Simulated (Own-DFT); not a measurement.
Hf$_{36}$O$_{71}$ (tetragonal hafnia with one neutral oxygen vacancy, atoms displaced) (calculated)

A calculation, not a measurement: plane-wave PBE and HSE06 DFT by an unreviewed code, no spin, of a simulated cell at Gamma alone, so results move with cell size and shape, stress positive in tension, energies less offsets, not probed for a lower state with spin; hafnium file: forces about 75 meV/angstrom off all-electron values; oxygen file: force components 24 meV/angstrom off all-electron in a glass; k mesh not checked against a denser one; forces and stress are PBE's, HSE06 gives the energy alone, and its difference from PBE has offsets of its own; offsets are fitted by least squares, one for each functional and potential file, so energies compare only between cells with the same atoms and settings and are not formation energies; the far tail of each file's local potential was reset to the Coulomb form; each entry is a single point on an unrelaxed cell, so the pressure reflects the starting lattice, taken from the Materials Project, from which strain is counted, and rises with the displacements; printed positions are rounded, which can move forces by about a meV/angstrom; the program is a retired in-house code; no spin-orbit coupling. Program: Own-DFT development build.

Settings shared by all entries: first functional PBE; second functional HSE06; exact exchange share 0.25; screening 0.11 1/bohr; exchange divergence Gygi-Baldereschi; potential files PseudoDojo norm-conserving, scalar-relativistic, made for PBE, standard set; wave cutoff 48 hartree; occupations fixed; k mesh 1 x 1 x 1 centred on Gamma.

```json
{"entry": 1, "formula": "Hf36O71", "kind": "tetragonal hafnia with one neutral oxygen vacancy, atoms displaced", "structure": {"cell_angstrom": [[10.78, 0.0, 0.0], [0.0, 10.78, 0.0], [0.0, 0.0, 10.4493]], "atoms_fractional": [["Hf", 0.00226, 0.00035, 0.99564], ["Hf", 0.16401, 0.16827, 0.25114], ["O", 0.00249, 0.16333, 0.1495], ["O", 0.16143, 0.00038, 0.34658], ["O", 0.00054, 0.16639, 0.40417], ["O", 0.16743, 0.99839, 0.09791], ["Hf", 0.0007, 0.99652, 0.50143], ["Hf", 0.16686, 0.16851, 0.75457], ["O", 0.99903, 0.16407, 0.6502], ["O", 0.16767, 0.00334, 0.84993], ["O", 0.00117, 0.16654, 0.90071], ["O", 0.17009, 0.99845, 0.59715], ["Hf", 0.99718, 0.33199, 0.99731], ["Hf", 0.16187, 0.49731, 0.25437], ["O", 0.99678, 0.50098, 0.15048], ["O", 0.17035, 0.3326, 0.34389], ["O", 0.99849, 0.50141, 0.39867], ["O", 0.17001, 0.32968, 0.09604], ["Hf", 0.9992, 0.33315, 0.50016], ["Hf", 0.16562, 0.49939, 0.75503], ["O", 0.99571, 0.49689, 0.65319], ["O", 0.1667, 0.33111, 0.84221], ["O", 0.00446, 0.50054, 0.90149], ["O", 0.16619, 0.33425, 0.59483], ["Hf", 0.00327, 0.6662, 0.0003], ["Hf", 0.16889, 0.83119, 0.24943], ["O", 0.00199, 0.83223, 0.14746], ["O", 0.16691, 0.66755, 0.3495], ["O", 0.9967, 0.83266, 0.40401], ["O", 0.16285, 0.66437, 0.09237], ["Hf", 0.00363, 0.66704, 0.4967], ["Hf", 0.16637, 0.83481, 0.75121], ["O", 0.99916, 0.83991, 0.65485], ["O", 0.16999, 0.66514, 0.8512], ["O", 0.00017, 0.83491, 0.90107], ["O", 0.16853, 0.66327, 0.59637], ["Hf", 0.32712, 0.99872, 0.00096], ["Hf", 0.49834, 0.16311, 0.24875], ["O", 0.33539, 0.1632, 0.15892], ["O", 0.50041, 0.99825, 0.34959], ["O", 0.33236, 0.15886, 0.39479], ["O", 0.4961, 8e-05, 0.10736], ["Hf", 0.33329, 0.0031, 0.49975], ["Hf", 0.49838, 0.16523, 0.75292], ["O", 0.33242, 0.16757, 0.65675], ["O", 0.49884, 0.99825, 0.85118], ["O", 0.33625, 0.16531, 0.9054], ["O", 0.49929, 0.00221, 0.59389], ["Hf", 0.33179, 0.33688, 0.99817], ["Hf", 0.50146, 0.49218, 0.25227], ["O", 0.32999, 0.50153, 0.1541], ["O", 0.4984, 0.33516, 0.34772], ["O", 0.33578, 0.49773, 0.39799], ["O", 0.49904, 0.32794, 0.09532], ["Hf", 0.33185, 0.33199, 0.49987], ["Hf", 0.49743, 0.50017, 0.74873], ["O", 0.33003, 0.50196, 0.65572], ["O", 0.50057, 0.33397, 0.84717], ["O", 0.33738, 0.49702, 0.90454], ["O", 0.49767, 0.3398, 0.59647], ["Hf", 0.33192, 0.66604, 0.99948], ["Hf", 0.49985, 0.82955, 0.25031], ["O", 0.33429, 0.83412, 0.15247], ["O", 0.49426, 0.66175, 0.34339], ["O", 0.33188, 0.83335, 0.40376], ["O", 0.49878, 0.66624, 0.10399], ["Hf", 0.3343, 0.66711, 0.49988], ["Hf", 0.50306, 0.8328, 0.75095], ["O", 0.33923, 0.83475, 0.64845], ["O", 0.49734, 0.66814, 0.851], ["O", 0.33747, 0.8271, 0.90196], ["O", 0.50166, 0.66868, 0.59741], ["Hf", 0.66728, 0.99593, 0.99922], ["Hf", 0.82744, 0.16441, 0.24941], ["O", 0.66429, 0.17055, 0.1509], ["O", 0.83499, 0.0, 0.34706], ["O", 0.66623, 0.1677, 0.40847], ["O", 0.83369, 0.00151, 0.09664], ["Hf", 0.66682, 0.99597, 0.50198], ["Hf", 0.83284, 0.16779, 0.74523], ["O", 0.6675, 0.17281, 0.65737], ["O", 0.66303, 0.16791, 0.9033], ["O", 0.8307, 0.00598, 0.5979], ["Hf", 0.66789, 0.33639, 0.99666], ["Hf", 0.82824, 0.50053, 0.24586], ["O", 0.66942, 0.50084, 0.15306], ["O", 0.83542, 0.3323, 0.34623], ["O", 0.66356, 0.50016, 0.39865], ["O", 0.83518, 0.33082, 0.10018], ["Hf", 0.6683, 0.33394, 0.50706], ["Hf", 0.83327, 0.49921, 0.74741], ["O", 0.66854, 0.4998, 0.64765], ["O", 0.82949, 0.33613, 0.84496], ["O", 0.66737, 0.50271, 0.90192], ["O", 0.83132, 0.33069, 0.60123], ["Hf", 0.66569, 0.66468, 3e-05], ["Hf", 0.83303, 0.83439, 0.2547], ["O", 0.66996, 0.83274, 0.15131], ["O", 0.82929, 0.67026, 0.346], ["O", 0.66628, 0.83609, 0.40215], ["O", 0.83516, 0.66916, 0.10123], ["Hf", 0.66924, 0.66605, 0.49965], ["Hf", 0.83394, 0.83302, 0.7535], ["O", 0.67043, 0.83107, 0.6562], ["O", 0.83468, 0.66692, 0.84641], ["O", 0.66737, 0.83275, 0.90392], ["O", 0.82985, 0.66686, 0.59724]]}, "results": {"PBE_energy_of_cell_above_offsets [eV]": "-101.128", "HSE06_less_PBE_above_offsets [eV]": "-0.157", "PBE_pressure [GPa]": 0.8, "PBE_stress_xx [GPa]": 0.05, "PBE_stress_yy [GPa]": -1.04, "PBE_stress_zz [GPa]": -1.4, "PBE_stress_yz [GPa]": 0.38, "PBE_stress_xz [GPa]": -0.44, "PBE_stress_xy [GPa]": -0.02, "force_element": ["Hf", "Hf", "O", "O", "O", "O", "Hf", "Hf", "O", "O", "O", "O", "Hf", "Hf", "O", "O", "O", "O", "Hf", "Hf", "O", "O", "O", "O", "Hf", "Hf", "O", "O", "O", "O", "Hf", "Hf", "O", "O", "O", "O", "Hf", "Hf", "O", "O", "O", "O", "Hf", "Hf", "O", "O", "O", "O", "Hf", "Hf", "O", "O", "O", "O", "Hf", "Hf", "O", "O", "O", "O", "Hf", "Hf", "O", "O", "O", "O", "Hf", "Hf", "O", "O", "O", "O", "Hf", "Hf", "O", "O", "O", "O", "Hf", "Hf", "O", "O", "O", "Hf", "Hf", "O", "O", "O", "O", "Hf", "Hf", "O", "O", "O", "O", "Hf", "Hf", "O", "O", "O", "O", "Hf", "Hf", "O", "O", "O", "O"], "force_x [eV/angstrom]": [-0.553, 0.378, -0.706, -0.101, 0.149, -0.2, 0.215, -0.319, 0.575, 0.149, -0.44, -0.605, 0.293, 0.619, 0.452, -0.327, 0.358, -1.115, -0.47, -0.437, 0.972, 0.127, -0.018, -0.099, -1.35, -0.249, -0.083, -0.256, 0.106, 1.036, -0.626, 0.763, 0.286, -0.173, 0.016, -0.793, 1.596, 0.099, -1.094, 0.205, -0.041, 0.511, 0.319, 0.484, 0.03, 0.136, -0.297, 0.55, 0.818, -0.852, 0.026, -0.066, -0.543, 0.118, 0.426, 0.316, 0.331, 0.08, -0.34, -0.074, 0.67, 0.228, -0.647, 0.252, -0.106, 0.401, 0.594, -0.575, -0.942, 0.392, -0.693, 0.024, -0.648, 0.64, 0.476, -0.111, 0.233, 0.008, -0.553, 0.031, -0.862, 0.538, 0.324, -0.396, 1.045, -0.899, -0.118, 0.351, -0.248, -0.595, -0.402, -0.454, 0.375, -0.183, 0.904, 0.09, 0.339, -0.516, 0.055, -0.004, -0.314, -0.335, 0.046, -0.413, 0.028, 0.346, 1.319], "force_y [eV/angstrom]": [-0.007, -0.822, 0.262, -0.679, 0.188, -0.076, 1.007, -0.683, 0.289, -0.865, 0.167, -0.122, 0.16, 0.483, -0.283, 0.14, -0.101, 0.187, -0.321, 0.39, 0.138, 0.611, -0.515, -0.013, 0.266, 0.854, 0.117, -0.304, -0.294, 0.21, -0.39, -0.003, -0.335, 0.423, -0.158, 0.392, -0.067, -0.245, 0.126, -0.196, 1.632, -0.202, -0.959, -0.134, 0.153, 0.012, 0.36, 0.193, -0.991, 1.091, -0.248, -1.419, 0.045, 0.783, -0.032, 0.042, -0.078, 0.195, 0.687, -0.185, -0.33, 0.456, -0.419, 0.6, 0.052, 0.087, -0.068, -0.015, -0.258, -0.55, 1.332, -0.293, 0.858, 0.471, -0.245, 0.144, -0.301, 0.095, 0.928, -0.702, -0.011, -0.502, -0.273, -0.937, 0.081, -0.279, 0.225, -0.128, 0.148, -0.008, 0.703, -0.048, -0.416, -0.191, 0.161, 0.585, -0.217, 0.146, -0.819, -0.799, -0.368, -0.25, 0.433, 0.41, -0.218, -0.14, -0.002], "force_z [eV/angstrom]": [1.276, -0.499, 0.208, 0.018, 0.095, -0.147, -0.09, -1.262, 0.426, -0.036, -0.322, 0.35, 0.988, -1.041, 0.073, 0.787, 0.498, -0.313, -0.277, -0.911, -0.226, 0.825, -0.067, 0.01, 0.314, -0.21, 0.845, -0.136, -0.081, 0.905, 0.368, -0.429, -0.185, -0.673, -0.393, 0.394, 0.53, 0.266, -0.836, 0.005, 1.325, -1.27, -0.376, 0.371, -0.507, -0.404, -0.15, 0.897, 1.108, -0.507, -0.098, 0.314, 1.145, -0.109, -0.782, -0.079, -0.104, -0.358, -0.665, 0.187, 0.857, -0.156, -0.084, 0.731, -0.229, -1.174, -0.423, -0.035, 0.9, -0.371, -0.08, 0.03, 0.773, -0.201, 0.364, 0.322, -0.186, -0.795, -0.481, 0.646, -0.193, 0.093, 0.365, 0.499, 0.79, -0.93, 0.236, 0.401, -0.734, -1.122, 0.159, 0.507, 0.596, -0.24, -0.327, 0.971, -1.46, 0.272, 0.482, 0.114, -0.789, -0.41, 0.179, -0.333, 0.064, -0.332, -0.249]}}
{"entry": 2, "formula": "Hf36O71", "kind": "tetragonal hafnia with one neutral oxygen vacancy, atoms displaced", "structure": {"cell_angstrom": [[10.78, 0.0, 0.0], [0.0, 10.78, 0.0], [0.0, 0.0, 10.4493]], "atoms_fractional": [["Hf", 0.00929, 0.00319, 0.0017], ["Hf", 0.15859, 0.16344, 0.24501], ["O", 0.00315, 0.17563, 0.14923], ["O", 0.15887, 0.00067, 0.35093], ["O", 0.00048, 0.16096, 0.40207], ["O", 0.16668, 0.98195, 0.11011], ["Hf", 0.99316, 0.0041, 0.51122], ["Hf", 0.16815, 0.16545, 0.73563], ["O", 0.00027, 0.16631, 0.64876], ["O", 0.15959, 0.99835, 0.85004], ["O", 0.99195, 0.17182, 0.91157], ["O", 0.16027, 0.99811, 0.58653], ["Hf", 0.0166, 0.32907, 0.00138], ["Hf", 0.15629, 0.49009, 0.24807], ["O", 0.99636, 0.50413, 0.14462], ["O", 0.16574, 0.34245, 0.33914], ["O", 0.00195, 0.49369, 0.40183], ["O", 0.16127, 0.33338, 0.08541], ["Hf", 0.00167, 0.34096, 0.50155], ["Hf", 0.16622, 0.50243, 0.76671], ["O", 0.00491, 0.50262, 0.6413], ["O", 0.16391, 0.3285, 0.84835], ["O", 0.99523, 0.50628, 0.89914], ["O", 0.1749, 0.34176, 0.5956], ["Hf", 0.99636, 0.67091, 0.01252], ["Hf", 0.16642, 0.82942, 0.24354], ["O", 0.99246, 0.84005, 0.1568], ["O", 0.17273, 0.6609, 0.34871], ["O", 0.98587, 0.83252, 0.40057], ["Hf", 0.00092, 0.6675, 0.51109], ["Hf", 0.16754, 0.82909, 0.73934], ["O", 0.9912, 0.83002, 0.64304], ["O", 0.17101, 0.66252, 0.84688], ["O", 0.99768, 0.84217, 0.90634], ["O", 0.16053, 0.65676, 0.60759], ["Hf", 0.34557, 0.00705, 0.98879], ["Hf", 0.49169, 0.1654, 0.24907], ["O", 0.32167, 0.16036, 0.15506], ["O", 0.4964, 0.00166, 0.34589], ["O", 0.33511, 0.15637, 0.402], ["O", 0.49143, 0.0108, 0.11154], ["Hf", 0.33215, 0.98846, 0.51103], ["Hf", 0.49337, 0.17182, 0.74894], ["O", 0.33907, 0.16404, 0.65165], ["O", 0.50679, 0.99616, 0.85931], ["O", 0.34139, 0.15442, 0.90803], ["O", 0.51049, 0.01194, 0.57937], ["Hf", 0.33015, 0.34045, 0.99461], ["Hf", 0.50825, 0.50343, 0.25675], ["O", 0.33263, 0.50524, 0.15227], ["O", 0.49442, 0.32908, 0.34979], ["O", 0.33602, 0.50553, 0.41396], ["O", 0.5137, 0.33827, 0.09858], ["Hf", 0.33428, 0.3387, 0.4999], ["Hf", 0.51026, 0.50779, 0.73696], ["O", 0.33963, 0.48076, 0.64029], ["O", 0.48254, 0.34032, 0.83995], ["O", 0.32327, 0.49603, 0.89726], ["O", 0.49084, 0.34031, 0.6075], ["Hf", 0.32387, 0.66993, 0.9996], ["Hf", 0.49288, 0.82879, 0.23843], ["O", 0.32733, 0.82061, 0.13712], ["O", 0.49997, 0.67349, 0.34263], ["O", 0.34087, 0.82981, 0.39118], ["O", 0.48993, 0.67548, 0.09836], ["Hf", 0.33985, 0.66532, 0.50471], ["Hf", 0.50618, 0.83952, 0.74973], ["O", 0.33826, 0.83842, 0.6448], ["O", 0.50901, 0.66148, 0.85515], ["O", 0.34282, 0.83245, 0.89727], ["O", 0.50755, 0.67395, 0.60417], ["Hf", 0.65144, 0.99426, 0.99108], ["Hf", 0.83426, 0.16321, 0.25452], ["O", 0.67378, 0.1556, 0.15454], ["O", 0.82766, 0.01463, 0.35946], ["O", 0.6635, 0.16442, 0.39753], ["O", 0.83174, 0.00023, 0.09721], ["Hf", 0.66768, 0.00112, 0.49525], ["Hf", 0.82832, 0.1732, 0.74903], ["O", 0.6646, 0.14943, 0.6529], ["O", 0.83443, 0.00697, 0.85112], ["O", 0.64821, 0.17158, 0.90438], ["O", 0.82966, 0.99831, 0.60741], ["Hf", 0.67502, 0.32741, 0.00449], ["Hf", 0.8407, 0.49576, 0.24517], ["O", 0.6741, 0.5039, 0.15429], ["O", 0.84122, 0.32472, 0.34311], ["O", 0.65604, 0.5017, 0.3916], ["O", 0.82454, 0.33304, 0.10105], ["Hf", 0.67246, 0.33614, 0.50639], ["Hf", 0.83488, 0.50147, 0.75208], ["O", 0.66522, 0.49173, 0.65268], ["O", 0.83051, 0.33333, 0.84937], ["O", 0.67601, 0.50153, 0.8938], ["O", 0.83759, 0.32941, 0.59413], ["Hf", 0.65853, 0.66483, 0.0129], ["Hf", 0.83788, 0.83983, 0.2546], ["O", 0.66907, 0.83873, 0.14515], ["O", 0.83938, 0.64966, 0.36052], ["O", 0.67202, 0.82801, 0.4087], ["O", 0.8337, 0.65801, 0.09913], ["Hf", 0.6669, 0.67261, 0.49479], ["Hf", 0.83809, 0.83186, 0.74374], ["O", 0.65975, 0.83596, 0.65655], ["O", 0.83747, 0.66238, 0.84273], ["O", 0.66786, 0.83734, 0.90129], ["O", 0.82458, 0.66591, 0.6063]]}, "results": {"PBE_energy_of_cell_above_offsets [eV]": "-90.733", "HSE06_less_PBE_above_offsets [eV]": "0.369", "PBE_pressure [GPa]": 3.61, "PBE_stress_xx [GPa]": -5.81, "PBE_stress_yy [GPa]": -2.02, "PBE_stress_zz [GPa]": -2.99, "PBE_stress_yz [GPa]": 0.48, "PBE_stress_xz [GPa]": -0.58, "PBE_stress_xy [GPa]": 0.46, "force_element": ["Hf", "Hf", "O", "O", "O", "O", "Hf", "Hf", "O", "O", "O", "O", "Hf", "Hf", "O", "O", "O", "O", "Hf", "Hf", "O", "O", "O", "O", "Hf", "Hf", "O", "O", "O", "Hf", "Hf", "O", "O", "O", "O", "Hf", "Hf", "O", "O", "O", "O", "Hf", "Hf", "O", "O", "O", "O", "Hf", "Hf", "O", "O", "O", "O", "Hf", "Hf", "O", "O", "O", "O", "Hf", "Hf", "O", "O", "O", "O", "Hf", "Hf", "O", "O", "O", "O", "Hf", "Hf", "O", "O", "O", "O", "Hf", "Hf", "O", "O", "O", "O", "Hf", "Hf", "O", "O", "O", "O", "Hf", "Hf", "O", "O", "O", "O", "Hf", "Hf", "O", "O", "O", "O", "Hf", "Hf", "O", "O", "O", "O"], "force_x [eV/angstrom]": [-2.21, 1.365, -0.584, 0.21, 0.47, 0.321, -1.005, -0.745, 0.295, 0.762, 0.806, 1.144, -6.995, 1.534, 1.51, 0.36, 0.18, 4.796, 0.797, 0.14, -1.047, 0.287, 1.255, -2.113, -0.133, 0.172, 1.049, -0.806, 0.168, -1.716, -0.511, 2.761, 0.073, 0.196, 2.431, -1.85, 0.916, 0.516, 0.709, -0.554, 0.307, 1.512, 2.62, -2.286, -1.217, -0.406, -3.573, 2.875, -0.73, -0.699, -0.145, 0.605, -2.567, 1.251, -2.308, -0.791, -0.179, -0.507, 3.205, 0.006, -0.288, -0.068, 0.31, -0.748, 1.475, -0.941, -0.012, -0.886, -0.481, -0.765, -1.234, 3.36, -0.946, -1.465, 0.423, 0.066, 1.139, 1.001, 0.221, 0.134, -0.442, 0.318, 0.448, -0.812, -1.353, -1.559, -0.372, 0.342, 2.888, -2.165, -0.033, 2.192, -0.047, -0.548, -0.681, 0.562, -1.044, -0.858, -0.484, 0.479, -0.286, 1.004, -2.322, 1.819, 0.283, -0.14, 0.583], "force_y [eV/angstrom]": [-0.003, -1.701, -0.185, -1.085, 1.414, 1.458, 0.035, 0.145, -0.014, 0.54, -0.879, -0.351, 0.754, 4.017, -0.211, -3.459, 1.255, 0.678, -1.485, -1.579, -0.636, -0.896, -0.766, -1.65, 0.222, 0.977, -1.422, 0.276, 0.029, -0.676, 0.252, -0.225, 3.007, -2.16, 1.728, -4.646, -0.434, 1.066, -1.654, 0.995, -1.221, 1.949, 1.31, -0.86, 0.653, 5.082, -1.052, -0.413, -1.816, -0.517, 1.372, -0.078, -0.113, -1.097, -1.16, 3.283, -0.472, 1.261, -1.833, -0.103, 2.004, -0.238, -0.87, 0.119, -0.712, -0.326, -2.107, -0.191, 0.961, 0.166, -0.742, 2.108, 0.14, 0.632, -3.359, 1.768, -0.401, 0.829, -1.706, 2.073, -0.12, -0.521, -0.36, 0.863, -0.226, 0.989, 2.247, -0.784, 0.333, -0.857, 0.139, -0.507, -0.185, -0.293, 0.069, -0.331, 0.451, -0.811, 1.347, 1.319, 0.938, -1.582, 0.764, 0.12, 1.822, -2.007, 0.134], "force_z [eV/angstrom]": [0.355, 2.875, -0.195, -0.661, 0.484, -1.584, -3.159, 1.117, 0.667, -1.61, -1.231, 2.885, -2.686, -0.477, -0.01, 1.092, -0.805, 3.254, -0.572, -2.942, 1.239, -0.188, 0.151, 0.414, -1.818, 1.212, -0.581, -0.438, 0.738, -2.31, 1.859, 0.447, 0.973, -0.741, -0.052, 3.879, 0.925, -1.157, -0.438, 0.912, -2.018, -4.68, 0.771, 0.012, -1.636, -2.719, 2.834, 0.53, -0.751, -0.148, -0.06, -1.63, -0.019, -1.181, 2.288, 2.516, 0.562, 0.524, -1.374, 0.214, 0.715, 1.003, 1.051, 1.136, 0.152, -1.251, 1.54, 0.608, -0.734, -0.853, -0.441, 2.795, -2.068, -0.132, -0.082, 1.232, 0.34, -0.692, 1.222, 0.371, -0.965, -0.741, -0.417, -1.097, 0.946, -0.429, 1.297, 1.945, 0.488, -1.786, 0.935, -1.964, -0.857, 1.24, 0.578, -2.12, 0.418, 0.901, -0.862, -1.334, 0.487, 0.175, 2.583, -0.67, 0.458, -0.393, -0.593]}}
```
